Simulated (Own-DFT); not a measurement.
# Which arrangement is lower? As32Ga32, 64 atoms

Calculated results; nothing here was measured. The program, named Own-DFT, is a retired in-house plane-wave density functional code that no person has reviewed. Each row is one single-point run on a periodic cell that was not relaxed, without spin or spin-orbit coupling.

Settings of every run: PBE; PseudoDojo norm-conserving scalar-relativistic files; cutoff 42 hartree; 3 x 3 x 3 k mesh centred on Gamma; Fermi-Dirac smearing of 0.1 eV.

Known limits, some of them of some rows only: not probed for a lower state with spin; forces on such cells failed a check on a denser k mesh; forces not confirmed at this smearing and k mesh; stress not checked against mesh or cutoff.

All cells hold the same atoms in the same cell, with vectors in Å (11.307, 0.000, 0.000); (0.000, 11.307, 0.000); (0.000, 0.000, 11.307). Every atom was moved at random from its ideal site; u is the rms move along one axis. The defect's site can differ from row to row. E is the free energy of the cell above the lowest run. The arrangements:

- A: zincblende GaAs
- B: zincblende GaAs, with one As on a Ga site and one Ga on an As site, 2.4 Å apart

| arrangement | u (Å) | E (eV) | P (GPa) |
|---|---|---|---|
| A | 0.0188 | 0.019 | 3.51 |
| A | 0.0191 | 0.000 | 3.51 |
| A | 0.0196 | 0.036 | 3.51 |
| A | 0.0469 | 1.720 | 3.89 |
| A | 0.0498 | 2.160 | 4.02 |
| A | 0.0511 | 2.681 | 4.09 |
| B | 0.0278 | 2.991 | 3.91 |
| B | 0.0311 | 3.130 | 3.93 |
| B | 0.0322 | 3.208 | 3.95 |
| B | 0.0486 | 4.595 | 4.28 |
| B | 0.0517 | 4.567 | 4.27 |
| B | 0.0518 | 4.980 | 4.32 |

Question: once the cost of the random moves is taken out, how do the arrangements rank?

## Worked answer

Fit E = a + b u², with one b for all and one a for each arrangement, and with residuals divided by u², since the noise grows with the moves. Then b = 1016 eV/Å², the scatter at u = 0.04 Å is 0.12 eV, and against A:

- B: 2.52 ± 0.05 eV (higher)

These are energies of unrelaxed cells. Relaxing the atoms lowers the strained arrangements most, so the gaps would shrink and small ones could change sign.
